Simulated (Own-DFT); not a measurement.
# Strain and stress in wurtzite GaN, 72 atoms (Ga36N36)

These are calculations, not measurements. They come from Own-DFT, an in-house plane-wave density functional program, since retired, whose code no person has reviewed. Each row is one single-point run on a periodic cell that was not relaxed, without spin or spin-orbit coupling.

Settings of every run: PBE; PseudoDojo norm-conserving scalar-relativistic files; cutoff 42 hartree; 4 x 4 x 3 k mesh centred on Gamma; Fermi-Dirac smearing of 0.1 eV.

Known limits: forces not confirmed at this smearing and k mesh; stress not checked against mesh or cutoff.

Unstrained cell vectors in Å: (9.567, 0.000, 0.000); (-4.783, 8.285, 0.000); (0.000, 0.000, 10.370). The unstrained cell has measured lattice constants (interpolated for alloys), not those of this functional. That, the random moves and any unrelaxed bonds set the pressure at no strain. Each run strains this cell uniformly, with the atoms carried along. Every atom was also moved at random, by a Gaussian of width 0.05 Å on each axis. Strain is the symmetric tensor, in per cent. Stress is positive in tension, and the pressure is minus a third of its trace.

| run | e_xx (%) | e_yy (%) | e_zz (%) | e_yz (%) | e_xz (%) | e_xy (%) | s_xx (GPa) | s_yy (GPa) | s_zz (GPa) | s_yz (GPa) | s_xz (GPa) | s_xy (GPa) | P (GPa) | E (meV/atom) |
|---|---|---|---|---|---|---|---|---|---|---|---|---|---|---|
| 1 | -0.88 | -1.91 | -1.23 | -0.45 | 0.93 | -0.01 | -15.20 | -19.21 | -15.69 | -0.91 | 2.63 | 1.28 | 16.70 | 52.2 |
| 2 | -0.95 | 1.44 | -1.53 | -1.99 | 0.19 | 0.49 | -10.19 | -3.28 | -16.30 | -3.86 | 0.98 | 1.13 | 9.92 | 24.6 |
| 3 | -0.30 | 1.07 | 1.79 | -0.19 | 0.75 | -0.98 | -6.47 | -1.57 | -0.26 | -0.78 | 1.09 | -2.26 | 2.77 | 1.1 |
| 4 | 0.77 | 0.71 | 0.91 | 0.29 | -1.08 | 1.63 | -4.55 | -2.59 | -3.19 | -0.14 | -1.89 | 4.39 | 3.45 | 18.5 |
| 5 | 0.92 | -0.99 | 1.51 | -1.49 | -1.83 | -0.88 | -4.83 | -9.37 | -1.94 | -2.39 | -4.52 | -1.82 | 5.38 | 26.6 |
| 6 | 0.45 | -1.34 | -1.75 | -1.33 | 0.00 | -0.30 | -7.62 | -14.73 | -18.84 | -3.10 | 0.43 | -0.14 | 13.73 | 39.9 |
| 7 | -1.96 | -1.62 | 1.27 | 1.92 | 0.94 | 1.97 | -16.30 | -20.72 | -5.58 | 4.65 | 0.46 | 7.97 | 14.20 | 79.9 |
| 8 | 1.34 | 1.23 | -0.50 | -1.45 | -0.76 | -1.54 | -1.57 | -3.72 | -7.62 | -3.77 | -2.08 | -4.45 | 4.30 | 26.6 |
| 9 | -1.04 | -1.89 | -1.79 | 0.04 | 1.70 | -0.97 | -14.56 | -19.51 | -21.35 | 0.17 | 2.15 | -3.27 | 18.47 | 66.2 |
| 10 | -0.89 | -0.38 | -1.30 | -0.36 | 1.54 | 0.64 | -13.57 | -9.78 | -16.93 | -0.91 | 3.60 | 2.34 | 13.42 | 41.9 |
| 11 | -1.60 | 1.76 | 1.39 | 1.02 | 1.00 | 0.40 | -12.16 | -0.84 | -1.92 | 1.95 | 2.18 | 2.45 | 4.97 | 15.0 |
| 12 | -1.24 | -0.60 | -0.43 | 0.56 | -0.94 | -1.33 | -13.01 | -12.46 | -11.41 | 0.77 | -1.99 | -3.17 | 12.29 | 28.2 |
| 13 | -0.34 | -1.74 | -0.32 | 1.40 | 0.32 | -0.97 | -10.68 | -17.02 | -11.07 | 3.70 | 0.70 | -2.46 | 12.92 | 39.3 |
| 14 | -1.24 | -1.34 | -0.29 | 0.68 | -1.13 | 1.89 | -14.80 | -15.89 | -11.41 | 1.95 | -3.76 | 6.01 | 14.03 | 42.0 |
| 15 | 1.68 | 0.14 | 1.87 | 0.74 | 1.63 | -0.17 | 0.46 | -2.50 | -0.13 | 2.04 | 3.25 | -0.72 | 0.72 | 0.0 |
| 16 | 1.13 | -1.28 | 1.85 | 1.69 | -1.22 | -1.04 | ? | ? | ? | ? | ? | ? | ? | ? |

E is the free energy for each atom above the lowest run shown.

## Worked fit

Each stress component was fitted by least squares to a constant and the strains of the runs shown, as fractions, with shears doubled. Shear strains stay in the fit of a normal stress only where such slopes are resolved. The slopes, in GPa:

| stress | at no strain | per e_xx | per e_yy | per e_zz | scatter |
|---|---|---|---|---|---|
| s_xx | -7.9 | 400 ± 20 | 105 ± 17 | 51 ± 17 | 0.79 |
| s_yy | -7.9 | 153 ± 39 | 475 ± 34 | 61 ± 33 | 1.57 |
| s_zz | -8.9 | 67 ± 28 | 80 ± 25 | 477 ± 24 | 1.13 |

Each shear stress against twice its own strain: yz 98 ± 10, xz 108 ± 11, xy 146 ± 8 GPa. These are stiffnesses along x, y and z of the frame in which the cell vectors are given, which need not be the crystal's axes. The atoms are held to the strained lattice; where symmetry lets them move under strain, relaxing them would lower some slopes. The table should be nearly symmetric about its diagonal, and what it lacks of that shows the noise. A ninth of its sum, 208 ± 4 GPa, estimates the bulk modulus near the mean pressure of these runs, 9.8 GPa, so it lies above the value at zero pressure.

## Withheld run

Question: what normal stresses and pressure should run 16 give?

The fit gives s_xx = -3.7, s_yy = -11.2, s_zz = -0.4 and P = 5.1 GPa. The calculation gave -3.55, -10.18, 0.16 and P = 4.52 GPa.
